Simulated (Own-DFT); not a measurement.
# One host, several defects: C40 NbSi2

Calculated, not measured: single-point runs of Own-DFT, a retired in-house plane-wave DFT program that no person has reviewed, on unrelaxed cells, without spin or spin-orbit coupling.

Method: PBE; PseudoDojo norm-conserving scalar-relativistic files; cutoff 42 hartree; 4 x 4 x 5 k mesh centred on Gamma; cold (Marzari-Vanderbilt) smearing of 0.2 eV.

Keep in mind: forces on such cells failed a check on a denser k mesh; stress not checked against mesh or cutoff.

All runs share one cell, with vectors in Å (0.000, 8.324, 0.000); (-9.613, 0.000, 0.000); (0.000, 0.000, 6.586) and a volume of 527.0 Å³. u is the rms random offset of the atoms per axis. The defect's site can differ from row to row.

| cell | formula | u (Å) | P (GPa) |
|---|---|---|---|
| no defect | Nb12Si24 | 0.0202 | 1.45 |
| no defect | Nb12Si24 | 0.0208 | 1.52 |
| no defect | Nb12Si24 | 0.0454 | 2.23 |
| two Nb on a Si site each | Nb14Si22 | 0.0275 | 7.44 |
| two Nb on a Si site each | Nb14Si22 | 0.0290 | 7.39 |
| two Nb on a Si site each | Nb14Si22 | 0.0488 | 8.74 |
| one Si vacancy | Nb12Si23 | 0.0271 | ? |
| one Si vacancy | Nb12Si23 | 0.0272 | 1.06 |
| one Si vacancy | Nb12Si23 | 0.0399 | 1.15 |
| one Si vacancy | Nb12Si23 | 0.0471 | 1.50 |
| two Si on a Nb site each | Nb10Si26 | 0.0282 | 1.52 |
| two Si on a Nb site each | Nb10Si26 | 0.0479 | 2.22 |
| two Si on a Nb site each | Nb10Si26 | 0.0494 | 2.31 |

## What the rows give

P = P0 + c u² + a shift for each defect gives P0 = 1.22 GPa, c = 532 ± 77 GPa/Å² and a scatter of 0.19 GPa. The shifts, and each times the cell's volume:

- two Nb on a Si site each: 5.93 ± 0.16 GPa, 19.5 eV (9.8 eV for each of its 2 sites)
- two Si on a Nb site each: -0.18 ± 0.17 GPa, -0.6 eV (-0.3 eV for each of its 2 sites) (not resolved)
- one Si vacancy: -0.79 ± 0.16 GPa, -2.6 eV

Against the defect-free cell, a freed cell would be larger where the shift is positive and smaller where it is negative (160.2 GPa Å³ is 1 eV). The atoms around the defects weren't relaxed, which would change these numbers.

## The run left out

Question: what pressure belongs in the blank (one Si vacancy, u = 0.0271 Å)?

Estimate: 0.82 ± 0.23 GPa. DFT gave 1.04 GPa.
